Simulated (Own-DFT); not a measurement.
# How strain changes the stress of wurtzite GaN, 72 atoms (Ga36N36)

All numbers below are calculated, not measured. The program, named Own-DFT, is a retired in-house plane-wave density functional code that no person has reviewed. Each row is one single-point run on a periodic cell that was not relaxed, without spin or spin-orbit coupling.

Settings of every run: PBE; PseudoDojo norm-conserving scalar-relativistic files (stringent for Ga); cutoff 96 hartree; 4 x 4 x 3 k mesh centred on Gamma; Gaussian smearing of 0.01 eV.

Known limits: forces not confirmed at this smearing and k mesh; stress not checked against mesh or cutoff.

Unstrained cell vectors in Å: (9.567, 0.000, 0.000); (-4.783, 8.285, 0.000); (0.000, 0.000, 10.370). The unstrained cell has measured lattice constants (interpolated for alloys), not those of this functional. That, the random moves and any unrelaxed bonds set the pressure at no strain. Each run strains this cell uniformly, with the atoms carried along. Every atom was also moved at random, by a Gaussian of width 0.05 Å on each axis. Strain is the symmetric tensor, in per cent. Stress is positive in tension, and the pressure is minus a third of its trace.

```
run  e_xx (%)  e_yy (%)  e_zz (%)  e_yz (%)  e_xz (%)  e_xy (%)  s_xx (GPa)  s_yy (GPa)  s_zz (GPa)  s_yz (GPa)  s_xz (GPa)  s_xy (GPa)  P (GPa)  E (meV/atom)
  1     -0.69      1.47     -1.55      0.76      1.53      0.90       -8.93       -5.09      -12.75        1.20        2.54        2.32     8.92          39.1
  2     -0.19      1.31      1.38     -1.38      0.19      2.00       -4.56       -2.19       -1.11       -2.36        0.18        6.51     2.62          14.2
  3     -0.89      0.54     -1.82      0.06      0.84     -0.10      -11.18       -7.06      -17.71        0.50        1.81        0.73    11.98          38.9
  4      1.19     -0.99      1.33      0.68     -0.43      1.04       -1.55       -7.74       -1.59        1.10       -0.58        2.65     3.63           0.0
  5      1.28      0.20      1.14     -1.21     -0.24     -1.88       -2.22       -5.50       -0.28       -2.98       -0.67       -4.95     2.67          27.6
  6      0.00      0.70      1.11      0.39      0.89     -1.58       -7.21       -3.74       -1.36        1.03        1.76       -4.06     4.10          21.2
  7     -1.07     -0.08     -1.43      0.94     -0.86     -0.35      -11.57      -10.51      -14.59        1.99       -0.98        0.14    12.22          30.1
  8      0.58      1.41     -0.21     -0.52      0.90     -0.03       -1.62       -1.34       -8.35       -1.66        1.96        0.83     3.77          12.5
  9     -0.40      1.75     -0.98     -1.30      0.28      1.91       -7.18       -0.85      -11.95       -2.85        0.38        5.48     6.66          22.1
 10     -1.69      1.42      0.10     -0.78      0.78      0.34      -13.31       -1.79       -7.39       -2.70        2.09        0.85     7.50          19.2
 11     -0.85      1.39      0.57      0.51      1.93     -1.61       -8.50       -1.96       -4.30        1.12        3.59       -4.76     4.92          19.8
 12      0.84     -1.15      0.58      0.17     -0.10     -0.98       -5.07       -8.24       -5.42        0.28       -0.08       -2.83     6.25          11.0
 13      0.23     -1.35     -1.49      1.30     -1.03     -1.94       -8.27      -14.95      -17.48        2.20       -2.70       -7.02    13.57          66.6
 14     -0.27      0.93      1.31      1.21     -1.69     -1.76       -6.65       -2.80       -1.89        2.40       -3.79       -5.71     3.78          29.0
 15      1.94      1.55     -0.71     -1.30     -0.55      0.10        0.45        0.72       -7.34       -3.30       -1.57       -1.06     2.06          14.2
 16     -1.98     -1.81     -1.89      1.41     -0.28     -1.00      -20.73      -19.98      -20.09        3.75       -0.01       -6.04    20.27          77.9
 17     -1.25      0.53     -1.09     -0.77      1.15     -0.52           ?           ?           ?           ?           ?           ?        ?             ?
```

E is the free energy for each atom above the lowest run shown.

## Worked fit

Each stress component was fitted by least squares to a constant and the strains of the runs shown, as fractions, with shears doubled. Shear strains stay in the fit of a normal stress only where such slopes are resolved. The slopes, in GPa:

```
stress,at no strain,per e_xx,per e_yy,per e_zz,scatter
s_xx,-7.4,416 ± 32,130 ± 27,61 ± 28,1.23
s_yy,-7.3,116 ± 32,405 ± 27,107 ± 29,1.24
s_zz,-8.0,87 ± 27,100 ± 23,470 ± 24,1.02
```

Each shear stress against twice its own strain: yz 105 ± 11, xz 101 ± 6, xy 147 ± 14 GPa. These are stiffnesses along x, y and z of the frame in which the cell vectors are given, which need not be the crystal's axes. The atoms are held to the strained lattice; where symmetry lets them move under strain, relaxing them would lower some slopes. The table should be nearly symmetric about its diagonal, and what it lacks of that shows the noise. A ninth of its sum, 210 ± 6 GPa, estimates the bulk modulus near the mean pressure of these runs, 7.2 GPa, so it lies above the value at zero pressure.

## Withheld run

Question: what normal stresses and pressure should run 17 give?

The fit gives s_xx = -12.6, s_yy = -7.8, s_zz = -13.6 and P = 11.3 GPa. The calculation gave -14.60, -5.75, -13.31 and P = 11.22 GPa.
